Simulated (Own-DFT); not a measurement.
# How strain changes the stress of C40 NbSi2, 36 atoms (Nb12Si24)

Calculated results; nothing here was measured. The program, named Own-DFT, is a retired in-house plane-wave density functional code that no person has reviewed. Each row is one single-point run on a periodic cell that was not relaxed, without spin or spin-orbit coupling.

Settings of every run: PBEsol; PseudoDojo norm-conserving scalar-relativistic files, made for PBE; cutoff 42 hartree; 4 x 4 x 5 k mesh centred on Gamma; cold (Marzari-Vanderbilt) smearing of 0.2 eV.

Known limits: forces on such cells failed a check on a denser k mesh; stress not checked against mesh or cutoff.

Unstrained cell vectors in Å: (0.000, 8.324, 0.000); (-9.613, 0.000, 0.000); (0.000, 0.000, 6.586). The unstrained cell was taken from the Materials Project. The random moves and any unrelaxed bonds add to the pressure at no strain. Each run strains this cell uniformly, with the atoms carried along. Every atom was also moved at random, by a Gaussian of width 0.05 Å on each axis. Strain is the symmetric tensor, in per cent. Stress is positive in tension, and the pressure is minus a third of its trace.

| run | e_xx (%) | e_yy (%) | e_zz (%) | e_yz (%) | e_xz (%) | e_xy (%) | s_xx (GPa) | s_yy (GPa) | s_zz (GPa) | s_yz (GPa) | s_xz (GPa) | s_xy (GPa) | P (GPa) | E (meV/atom) |
|---|---|---|---|---|---|---|---|---|---|---|---|---|---|---|
| 1 | -1.52 | -1.40 | 0.76 | 0.69 | -0.34 | 1.42 | -5.32 | -4.82 | 1.55 | 2.22 | -1.38 | 4.29 | 2.86 | 9.9 |
| 2 | 0.80 | 1.04 | 1.53 | 1.58 | -1.64 | -1.19 | 5.22 | 7.05 | 6.79 | 4.04 | -3.93 | -3.41 | -6.35 | 26.6 |
| 3 | 1.32 | -0.48 | -0.07 | 0.58 | 1.80 | -1.50 | 4.64 | 0.83 | -0.18 | 2.03 | 4.52 | -4.66 | -1.76 | 21.5 |
| 4 | -1.56 | -1.04 | 1.18 | -1.36 | 1.31 | 1.60 | -4.99 | -3.12 | 2.00 | -4.55 | 3.81 | 4.85 | 2.04 | 29.8 |
| 5 | 0.97 | -0.59 | -0.96 | 0.82 | 0.40 | 0.21 | 3.47 | -1.08 | -4.05 | 2.44 | 1.78 | 1.10 | 0.55 | 8.9 |
| 6 | -0.47 | 1.81 | -1.42 | -0.78 | 0.13 | 1.99 | -0.18 | 6.48 | -5.40 | -2.11 | 0.83 | 5.62 | -0.30 | 4.6 |
| 7 | -1.10 | 1.95 | -1.11 | 1.27 | 0.60 | -0.55 | -2.66 | 6.63 | -4.61 | 4.11 | 1.60 | -2.47 | 0.21 | 15.9 |
| 8 | 1.15 | -1.76 | -0.84 | 0.91 | -1.37 | -0.19 | 3.54 | -4.76 | -4.27 | 3.18 | -4.06 | -0.52 | 1.83 | 2.4 |
| 9 | 1.19 | 0.29 | 0.18 | 0.77 | 1.75 | -1.77 | 5.74 | 3.06 | 2.12 | 2.13 | 5.03 | -4.45 | -3.64 | 7.9 |
| 10 | -0.26 | -0.52 | 1.96 | -0.84 | -0.62 | 0.17 | 1.21 | 1.15 | 8.32 | -2.33 | -1.30 | 0.53 | -3.56 | 0.0 |
| 11 | -0.06 | -0.60 | 0.70 | -1.13 | 0.83 | -0.32 | 1.32 | -0.16 | 2.48 | -3.35 | 2.87 | -1.19 | -1.21 | 2.0 |
| 12 | 1.90 | 1.13 | -0.75 | -0.57 | -0.97 | -1.12 | 8.38 | 5.65 | -1.11 | -1.71 | -2.76 | -2.75 | -4.31 | 10.3 |
| 13 | -0.21 | -0.67 | -1.69 | -0.50 | 1.08 | -0.25 | -1.48 | -2.59 | -9.57 | -2.20 | 3.10 | -0.34 | 4.55 | 15.7 |
| 14 | 0.30 | 0.33 | -1.56 | 1.29 | 1.49 | -0.78 | 1.04 | 1.57 | -8.19 | 4.92 | 5.01 | -2.00 | 1.86 | 21.5 |
| 15 | 0.66 | -1.01 | -1.88 | 1.76 | -1.87 | -0.99 | 1.30 | -3.32 | -10.57 | 5.18 | -6.41 | -3.41 | 4.19 | 27.8 |
| 16 | -0.22 | -0.93 | 0.66 | 0.90 | 1.54 | 1.43 | ? | ? | ? | ? | ? | ? | ? | ? |

E is the free energy for each atom above the lowest run shown.

## Worked fit

Each stress component was fitted by least squares to a constant and the strains of the runs shown, as fractions, with shears doubled. Shear strains stay in the fit of a normal stress only where such slopes are resolved. The slopes, in GPa:

```
stress,at no strain,per e_xx,per e_yy,per e_zz,scatter
s_xx,0.9,367 ± 9,71 ± 9,66 ± 8,0.37
s_yy,1.3,78 ± 9,363 ± 8,81 ± 8,0.34
s_zz,-0.5,82 ± 21,82 ± 20,466 ± 18,0.83
```

Each shear stress against twice its own strain: yz 158 ± 9, xz 148 ± 7, xy 156 ± 9 GPa. These are stiffnesses along x, y and z of the frame in which the cell vectors are given, which need not be the crystal's axes. The atoms are held to the strained lattice; where symmetry lets them move under strain, relaxing them would lower some slopes. The table should be nearly symmetric about its diagonal, and what it lacks of that shows the noise. A ninth of its sum, 184 ± 7 GPa, estimates the bulk modulus near the mean pressure of these runs, -0.2 GPa.

## Withheld run

Question: what normal stresses and pressure should run 16 give?

The fit gives s_xx = -0.1, s_yy = -1.8, s_zz = 1.6 and P = 0.1 GPa. The calculation gave 0.38, -1.88, 1.86 and P = -0.12 GPa.
